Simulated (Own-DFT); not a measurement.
# What a defect does to the pressure of its cell: grey tin

Calculated, not measured: single-point runs of Own-DFT, a retired in-house plane-wave DFT program that no person has reviewed, on unrelaxed cells, without spin or spin-orbit coupling.

Common settings: PBE; PseudoDojo norm-conserving scalar-relativistic files; cutoff 42 hartree; 3 x 3 x 3 k mesh centred on Gamma; cold (Marzari-Vanderbilt) smearing of 0.2 eV.

Limits (not all hold for every row): not probed for a lower state with spin; forces on such cells moved up to 12 meV/angstrom on a denser k mesh; stress not checked against mesh or cutoff.

All runs share one cell, with vectors in Å (12.978, 0.000, 0.000); (0.000, 12.978, 0.000); (0.000, 0.000, 12.978) and a volume of 2185.9 Å³. u is the rms random offset of the atoms per axis. The defect's site can differ from row to row.

```
cell,formula,u (Å),P (GPa)
no defect,Sn64,0.0202,3.38
no defect,Sn64,0.0470,3.58
no defect,Sn64,0.0509,3.64
one Sn vacancy,Sn63,0.0290,3.23
one Sn vacancy,Sn63,0.0314,3.26
one Sn vacancy,Sn63,0.0475,3.36
two Sn vacancies,Sn62,0.0293,3.14
two Sn vacancies,Sn62,0.0296,3.15
two Sn vacancies,Sn62,0.0461,3.27
two Sn vacancies,Sn62,0.0584,?
```

## Worked fit

P = P0 + c u² + a shift for each defect gives P0 = 3.35 GPa, c = 107 ± 7 GPa/Å² and a scatter of 0.01 GPa. The shifts, and each times the cell's volume:

- one Sn vacancy: -0.21 ± 0.01 GPa, -2.8 eV
- two Sn vacancies: -0.30 ± 0.01 GPa, -4.0 eV (-2.0 eV for each of its 2 sites)

A positive shift means that the defect pushes the cell outwards. Shift times volume (160.2 GPa Å³ is 1 eV) depends little on the cell's size, so, taken for each site, it can be compared between cells at like pressure. The atoms around the defects weren't relaxed, which would change these numbers.

## Withheld run

The question: what pressure belongs in the blank (two Sn vacancies, u = 0.0584 Å)?

The fit gives 3.41 ± 0.02 GPa. The hidden result is 3.43 GPa.
